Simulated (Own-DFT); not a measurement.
## Calculated data, Si₁₂O₂₃ (quartz with two neutral oxygen vacancies, atoms displaced)

A calculation, not a measurement: plane-wave PBE and HSE06 DFT by an unreviewed code, no spin, of a simulated cell at Gamma alone, so results move with cell size and shape, stress positive in tension, energies less offsets, not probed for a lower state with spin; oxygen file: force components 24 meV/angstrom off all-electron in a glass; k mesh not checked against a denser one; forces and stress are PBE's, HSE06 gives the energy alone, and its difference from PBE has offsets of its own; offsets are fitted by least squares, one for each functional and potential file, so energies compare only between cells with the same atoms and settings and are not formation energies; the far tail of each file's local potential was reset to the Coulomb form; each entry is a single point on an unrelaxed cell, so the pressure reflects the starting lattice, mostly measured values (interpolated for alloys), from which strain is counted, and rises with the displacements; printed positions are rounded, which can move forces by about a meV/angstrom; the program, named Own-DFT, is a retired in-house code; no spin-orbit coupling. Program: Own-DFT development build.

Settings shared by all entries: first functional PBE; second functional HSE06; exact exchange share 0.25; screening 0.11 1/bohr; exchange divergence Gygi-Baldereschi; potential files PseudoDojo norm-conserving, scalar-relativistic, made for PBE, standard set; wave cutoff 48 hartree; occupations fixed; k mesh 1 x 1 x 1 centred on Gamma.

(1) 
```xyz
70
Lattice="9.8268 0.0000 0.0000 -4.9134 8.5103 0.0000 0.0000 0.0000 10.8104" Properties=species:S:1:pos:R:3:force_x:R:1:force_y:R:1:force_z:R:1 formula=Si12O23 PBE_energy_of_cell_above_offsets=-16.287 HSE06_less_PBE_above_offsets=0.293 PBE_pressure=7.93 PBE_stress_xx=-7.09 PBE_stress_yy=-7.48 PBE_stress_zz=-9.22 PBE_stress_yz=-1.31 PBE_stress_xz=2.99 PBE_stress_xy=0.48
Si     2.2730     0.1651    10.7937      3.968     -7.928     -5.018
Si    -1.1241     2.0265     3.5675     -0.209     -2.685     -2.456
Si     1.3145     2.1658     1.7974     -1.406      5.287      0.334
O      1.3904     1.1386     0.6258     -4.338       3.11       0.85
O      2.7109     2.4563     2.4348      2.014     -0.155      0.413
O      3.2582     0.6158     4.2898     -0.242     -0.643     -0.121
O     -1.0622     3.0162     4.6980      1.584      5.574      5.242
O      0.3635     1.8404     3.0180     -0.379     -1.399     -0.035
O      0.7284     3.6492     1.1420      2.142     -2.891      1.922
Si    -2.6400     8.4413     5.4113      3.153      3.331      1.586
Si    -1.1668     2.0962     8.9842     -4.797     -1.627     -0.585
Si     1.2305     2.3027     7.2582      3.973     -4.386      -1.91
O      1.3354     1.0922     5.9914     -0.732      2.401      2.608
O      2.7343     2.4641     7.9139     -2.701      0.913     -1.975
O      3.3420     0.6055     9.5976     -2.205     -2.863      2.401
O     -1.0766     3.1486    10.1922      -0.54     -0.492     -0.336
O      0.2621     1.8176     8.3832      0.638     -1.269      0.842
O      0.8023     3.6308     6.6370     -1.785      3.666     -2.853
Si    -0.0913     4.2773    10.7624     -3.806     -1.556       4.42
Si    -3.5505     6.3114     3.5577     -6.518     -1.973      2.344
Si    -1.1523     6.6015     1.8151       1.92     -1.673     -1.869
O     -1.0584     5.3531     0.6485     -0.738      2.687      1.838
O      0.3886     6.8904     2.4441     -2.474      -0.46     -1.125
O      0.8374     4.8658     4.1921     -0.705     -1.599       0.59
O     -3.5859     7.4221     4.7795     -1.914     -3.382     -2.259
O     -2.1410     6.1093     3.0137      3.184     -0.429     -1.317
O     -1.8045     7.8647     1.0602      1.606     -0.064      1.951
Si    -0.0721     4.2808     5.3689     -2.327     -1.247      1.241
Si    -3.5565     6.3423     9.0492     -1.519     -5.385     -4.566
Si    -1.1550     6.5067     7.1627      1.472     -0.111      4.085
O     -1.0858     5.4255     6.0635      1.291      -3.95      -3.62
O      0.3239     6.7297     7.8354      0.327     -0.645       0.93
O      0.7864     4.8731     9.7129      2.663      0.108     -3.313
O     -3.4956     7.2729    10.2045      0.695      6.314      4.419
O     -2.1372     5.9856     8.3575       0.05      0.207     -0.163
O     -1.6016     7.8567     6.5610      -1.77      2.684     -1.634
Si     7.3034     0.0503     0.0412     -1.768      -3.52     -0.918
Si     3.7800     1.9794     3.5952     -2.936      0.466      0.955
Si     6.3037     2.1457     1.7782     -3.495      6.498        3.2
O      6.3213     1.1311     0.6536     -0.724     -1.932     -1.938
O      7.7249     2.5629     2.4161     -0.449     -0.392     -0.681
O      8.1023     0.6269     4.1420      1.262      0.734     -1.531
O      3.7867     3.1564     4.6853     -0.444      -0.19       0.92
O      5.1792     1.7415     3.0133      4.659     -0.432     -2.979
O      5.6815     3.6749     1.1471      2.519     -3.377      2.496
Si     7.2888     0.0880     5.3487     -2.768     -3.485      2.102
Si     3.7699     1.9530     8.9674      5.064      3.406     -0.762
Si     6.1840     2.2127     7.1449     -0.454      1.707      5.468
O      6.2121     1.1157     6.0494      0.842     -2.079     -2.673
O      8.1320     0.5839     9.6733      2.735      2.981     -2.585
O      3.9389     3.0903    10.1869     -1.559     -2.069     -1.512
O      5.7989     3.6627     6.5334     -0.381      0.117     -0.253
Si     4.8094     4.2738    10.7848     -0.554      0.211      0.953
Si     1.3287     6.2404     3.5985      1.257      2.105      -0.77
Si     3.7511     6.5392     1.8392     -0.347      -2.54     -3.288
O      3.8347     5.3209     0.7139     -0.727      1.547      0.145
O      5.1506     6.8125     2.4034      5.088      0.316       2.72
O      5.6290     4.7922     4.2452      2.816      3.748     -2.898
O      1.3898     7.3453     4.7538       0.94      1.445      1.167
O      2.7912     6.0311     2.9370     -2.047     -0.964      2.176
O      3.2723     7.8924     1.1815     -0.237      1.365     -0.031
Si     4.7281     4.2409     5.4220      1.061     -1.014       -0.4
Si     1.3016     6.1922     9.0850      1.824      2.478     -4.569
Si     3.7822     6.5475     7.2408     -0.151     -0.419     -2.399
O      3.8375     5.3697     6.0202     -1.283      2.567      2.013
O      5.2340     6.8480     7.8259      1.406     -0.155      1.156
O      5.7268     4.8641     9.6511      1.154      2.034     -1.922
O      1.4587     7.3599    10.1192      0.297      1.605      2.118
O      2.7857     5.9311     8.2950     -2.192     -0.311      2.086
O      3.2636     7.9551     6.5661      0.024      0.079     -0.417
```

Units: PBE_energy_of_cell_above_offsets, HSE06_less_PBE_above_offsets in eV; PBE_pressure, PBE_stress_xx, PBE_stress_yy, PBE_stress_zz, PBE_stress_yz, PBE_stress_xz, PBE_stress_xy in GPa; force_x, force_y, force_z in eV/Å.

(2) 
```xyz
70
Lattice="9.8268 0.0000 0.0000 -4.9134 8.5103 0.0000 0.0000 0.0000 10.8104" Properties=species:S:1:pos:R:3:force_x:R:1:force_y:R:1:force_z:R:1 formula=Si12O23 PBE_energy_of_cell_above_offsets=-16.472 HSE06_less_PBE_above_offsets=0.318 PBE_pressure=7.83 PBE_stress_xx=-8.14 PBE_stress_yy=-8.1 PBE_stress_zz=-7.27 PBE_stress_yz=1.25 PBE_stress_xz=-0.55 PBE_stress_xy=0.16
Si     2.3093     0.0543    10.7950       3.16      2.914     -0.011
Si    -1.1182     2.0004     3.5959     -1.128       0.48      1.072
Si     1.3162     2.1833     1.7773     -0.849       4.02      1.147
O      1.2704     1.1766     0.6018      0.466      -2.44     -1.812
O      2.7594     2.4708     2.3818      0.789       0.17       0.48
O      3.2621     0.6176     4.1324     -2.404     -2.273      3.814
O     -1.1081     3.1262     4.8442      0.809     -0.464     -0.944
O      0.3641     1.7373     2.9954     -0.514     -0.056      0.289
O      0.8013     3.6633     1.1649     -1.047      0.118     -1.181
Si    -2.6825     8.4870     5.5057      1.779      1.187     -3.005
Si    -1.1230     2.0119     9.0419     -2.669     -1.595     -0.271
Si     1.2694     2.2723     7.2368       2.43      2.098      1.508
O      1.2768     1.2203     6.0905      1.681     -3.513     -2.242
O      2.8063     2.5975     7.9406     -4.385      0.499     -3.657
O     -1.1264     3.1441    10.1243      1.063      2.084      1.262
O      0.2519     1.7451     8.3266      0.873     -0.333       0.49
O      0.8035     3.6380     6.5178      4.522     -2.674      5.616
Si    -0.1599     4.3537    10.7600       0.24      -3.18      2.571
Si    -3.5754     6.1965     3.5155      -6.03      2.607      3.418
Si    -1.2001     6.5611     1.7962      1.763     -5.024      1.052
O     -1.1517     5.4435     0.5648      0.109       0.56      0.438
O      0.2724     6.6606     2.4567     -2.257      1.133     -2.067
O      0.7752     4.8783     4.2682      0.341     -0.428      -0.06
O     -3.4637     7.3225     4.7357      -0.26      0.054      0.571
O     -2.2604     5.9940     2.8955      6.291     -0.949     -3.087
O     -1.6241     7.8495     1.1776     -2.609      5.569     -2.796
Si    -0.0481     4.2476     5.4903     -6.256      2.184     -5.755
Si     6.1781     6.2976     9.0029      0.925      0.746      0.978
Si    -1.2332     6.5600     7.2808      3.972     -4.909     -0.543
O     -1.0577     5.3589     6.0659       -0.7      1.936      1.819
O      0.3364     6.8020     7.8197     -1.344     -0.661      0.533
O      0.8524     4.9187     9.6356     -2.909     -7.743      3.317
O     -3.5213     7.5115    10.1327      -1.97     -2.808     -1.867
O     -2.1829     5.9581     8.4076      0.532      0.474      0.041
O     -1.5966     7.8734     6.5985     -2.539      4.249     -1.996
Si     7.2463     0.0306    10.7644     -2.535     -2.593      5.104
Si     3.6994     2.0546     3.6582      1.077     -2.981     -5.534
Si     6.2218     2.2366     1.8074     -1.852        1.8     -0.737
O      6.2578     1.0869     0.6779     -0.329      0.483      -0.24
O      7.6703     2.5293     2.3976      1.726      0.004      1.047
O      8.1849     0.6051     4.2258     -0.807     -0.517      1.223
O      3.7678     3.1359     4.7084     -0.418      2.805      3.448
O      5.1913     1.8207     2.9886     -0.008      0.213      0.171
O      5.6509     3.7164     1.1163      2.583     -3.076      2.711
Si     2.2987     8.4321     5.4881      1.659      3.226     -2.572
Si     3.7677     1.9577     8.9735      0.964        0.1      6.195
Si     6.2951     2.2510     7.2263     -4.996     -2.995     -1.346
O      6.2652     1.0947     6.0454     -0.267      0.662       0.75
O      7.6225     2.4559     7.8845      5.019      0.539      2.352
O      8.1379     0.6022     9.7095      3.891      3.269     -4.419
O      5.2280     1.7024     8.4284      1.968     -0.383     -1.747
O      5.7309     3.5797     6.5982     -1.662      1.997     -2.302
Si     4.8014     4.2726    10.7370      -3.59     -1.303     -1.012
Si     1.2181     6.2538     3.5924       4.67     -1.306      0.907
Si     3.7799     6.5657     1.8733     -3.952      -1.75     -3.297
O      3.7939     5.3503     0.6795      0.368      1.238      0.072
O      5.1305     6.8189     2.5186      4.169      0.709       1.24
O      5.6396     4.8953     4.1607      -0.65     -2.137      1.295
O      1.4945     7.3457     4.7246     -1.939      -1.01      0.011
O      2.7667     5.9992     2.9785     -1.868     -0.122      0.884
O      3.2341     7.9411     1.2054     -0.011      0.104     -0.561
Si     4.7604     4.1933     5.3530      2.856      0.248       0.64
Si     1.2358     6.1769     9.0449      4.446      9.943     -4.295
Si     3.7417     6.3770     7.1622      0.011      4.966      2.875
O      3.9499     5.3546     6.0645     -0.894       -1.8     -2.335
O      5.2389     6.6897     7.8009     -1.147      0.659     -0.892
O      5.8015     4.9245     9.6577     -0.035     -0.431      0.193
O      1.4001     7.3857    10.1725     -0.892     -1.561     -0.905
O      2.7385     6.0060     8.3392     -0.812     -0.705      0.581
O      3.2642     7.9157     6.6137      1.379     -2.329      1.366
```

Units: PBE_energy_of_cell_above_offsets, HSE06_less_PBE_above_offsets in eV; PBE_pressure, PBE_stress_xx, PBE_stress_yy, PBE_stress_zz, PBE_stress_yz, PBE_stress_xz, PBE_stress_xy in GPa; force_x, force_y, force_z in eV/Å.
